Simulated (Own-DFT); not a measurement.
# Bulk modulus against bond length in tetrahedral crystals

Everything here is calculated. The program is Own-DFT (plane waves, in-house, since retired, never reviewed by a person); positions were held fixed, and spin and spin-orbit coupling were off.

Known weak points (not all hold for every row): forces on such cells moved up to 12 meV/angstrom on a denser k mesh; forces not confirmed at this smearing and k mesh; k mesh not checked against a denser one; forces on such cells passed a denser k mesh, each cell not checked; stress not checked against mesh or cutoff.

All runs are PBE with PseudoDojo norm-conserving files; cutoff and k mesh are each material's own. Every cell starts from measured lattice constants and was given uniform random strains and small random moves of its atoms. Each triple is the change of volume in per cent, the rms move u in Å and the pressure in GPa.

- 2H SiC (C36Si36), 10.36 Å³/atom unstrained: (-2.56, 0.053, 11.74); (-2.26, 0.051, 11.68); (-1.36, 0.048, 8.91); (-1.36, 0.050, 8.49); (-0.58, 0.047, 6.66); (1.90, 0.050, 1.49); (2.80, 0.050, -0.89)
- wurtzite AlN (Al36N36), 10.45 Å³/atom unstrained: withheld
- wurtzite GaN (Ga36N36), 11.42 Å³/atom unstrained: (-2.26, 0.047, 13.02); (-1.90, 0.049, 11.75); (-1.41, 0.050, 10.31); (-0.97, 0.049, 9.70); (-0.12, 0.049, 8.41); (-0.03, 0.048, 7.67); (3.67, 0.048, 0.68)
- diamond silicon (Si64), 20.02 Å³/atom unstrained: (-3.19, 0.049, 6.13); (-2.41, 0.048, 4.97); (-1.08, 0.053, 3.62); (-0.85, 0.055, 3.76); (-0.68, 0.051, 3.49); (-0.49, 0.054, 3.39); (1.39, 0.049, 1.31)
- zincblende GaP (Ga32P32), 20.24 Å³/atom unstrained: (-2.12, 0.054, 5.36); (-0.77, 0.050, 4.28); (-0.64, 0.049, 4.15); (-0.60, 0.051, 3.95); (-0.57, 0.053, 3.90); (0.02, 0.054, 3.67); (2.95, 0.050, 1.34)
- grey tin (Sn64), 34.15 Å³/atom unstrained: (-2.00, 0.050, 4.89); (-1.59, 0.051, 4.70); (-0.62, 0.047, 3.97); (-0.48, 0.049, 3.97); (-0.45, 0.050, 3.93); (0.54, 0.051, 3.58); (1.66, 0.051, 2.95)

## Analysis

Fit a line to each set against the fractional change of volume; B is minus its slope, and u is nearly the same within a set. To take it to zero pressure, assume that B rises by 4 GPa for each GPa: B0 = B - 4 x (mean pressure). The bond length of an ideal tetrahedral crystal with the unstrained volume v is d = (√3/4)(8 v)^(1/3). Cohen's empirical rule reads B0 = (1971 - 220 L) d^(-3.5) GPa, with L = 0 for group IV crystals and SiC and 1 for III-V compounds.

| material | L | d (Å) | B (GPa) | mean P (GPa) | B0 (GPa) | rule (GPa) |
|---|---|---|---|---|---|---|
| 2H SiC (C36Si36) | 0 | 1.888 | 236 ± 8 | 6.9 | 209 ± 8 | 213 |
| wurtzite AlN (Al36N36) | 1 | 1.893 | ? | ? | ? | 188 |
| wurtzite GaN (Ga36N36) | 1 | 1.950 | 201 ± 8 | 8.8 | 166 ± 8 | 169 |
| diamond silicon (Si64) | 0 | 2.352 | 101 ± 5 | 3.8 | 85 ± 5 | 99 |
| zincblende GaP (Ga32P32) | 1 | 2.360 | 78 ± 3 | 3.8 | 63 ± 3 | 87 |
| grey tin (Sn64) | 0 | 2.810 | 52 ± 3 | 4.0 | 36 ± 3 | 53 |

A line through ln[B0/(1971 - 220 L)] against ln d has a slope of -4.4 ± 0.2 and a scatter of 7 %. Against the rule, B0 stands at 98 % for 2H SiC, 98 % for wurtzite GaN, 87 % for diamond silicon, 73 % for zincblende GaP, 69 % for grey tin. PBE tends to make silicon and heavier crystals too soft, and the rule itself is only a guide.

## Test on the hidden row

Q: what B0 does the fitted trend give for wurtzite AlN (Al36N36)?

The straight line predicts 185 GPa. Its own runs give B = 250 ± 16 GPa at a mean pressure of 6.6 GPa, so B0 = 223 GPa.
